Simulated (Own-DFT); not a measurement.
# What a defect does to the pressure of its cell: C11b WSi2

Calculated, not measured: single-point runs of Own-DFT, a retired in-house plane-wave DFT program that no person has reviewed, on unrelaxed cells, without spin or spin-orbit coupling.

Settings: PBE; PseudoDojo norm-conserving scalar-relativistic files; cutoff 50 hartree; 5 x 5 x 5 k mesh centred on Gamma; cold (Marzari-Vanderbilt) smearing of 0.2 eV.

Known weak points: forces on such cells failed a check on a denser k mesh; stress not checked against mesh or cutoff.

All runs share one cell, with vectors in Å (-2.148, -5.953, 3.409); (-6.444, 2.976, 1.136); (-2.553, -2.948, -6.757) and a volume of 403.2 Å³. u is the rms random offset of the atoms per axis. The defect's site can differ from row to row.

| cell | formula | u (Å) | P (GPa) |
|---|---|---|---|
| no defect | Si20W10 | 0.0202 | 4.40 |
| no defect | Si20W10 | 0.0216 | 4.47 |
| no defect | Si20W10 | 0.0504 | 6.30 |
| one W on a Si site | Si19W11 | 0.0289 | 9.95 |
| one W on a Si site | Si19W11 | 0.0296 | 10.15 |
| one W on a Si site | Si19W11 | 0.0448 | 10.65 |
| one W vacancy | Si20W9 | 0.0271 | 3.67 |
| one W vacancy | Si20W9 | 0.0331 | 3.69 |
| one W vacancy | Si20W9 | 0.0486 | 5.30 |
| one W vacancy | Si20W9 | 0.0511 | ? |
| one Si vacancy | Si19W10 | 0.0284 | 3.35 |
| one Si vacancy | Si19W10 | 0.0496 | 4.41 |
| one Si vacancy | Si19W10 | 0.0504 | 4.08 |
| one Si on a W site | Si21W9 | 0.0317 | 6.58 |
| one Si on a W site | Si21W9 | 0.0322 | 6.23 |
| one Si on a W site | Si21W9 | 0.0516 | 8.05 |

## Fit

P = P0 + c u² + a shift for each defect gives P0 = 4.12 GPa, c = 827 ± 89 GPa/Å² and a scatter of 0.27 GPa. The shifts, and each times the cell's volume:

- one W on a Si site: 5.11 ± 0.22 GPa, 12.9 eV
- one Si on a W site: 1.54 ± 0.22 GPa, 3.9 eV
- one W vacancy: -1.05 ± 0.22 GPa, -2.6 eV
- one Si vacancy: -1.77 ± 0.23 GPa, -4.5 eV

Against the defect-free cell, a freed cell would be larger where the shift is positive and smaller where it is negative (160.2 GPa Å³ is 1 eV). The atoms around the defects weren't relaxed, which would change these numbers.

## Withheld run

Q: what pressure belongs in the blank (one W vacancy, u = 0.0511 Å)?

The fit gives 5.23 ± 0.33 GPa. The run itself gave 4.72 GPa.
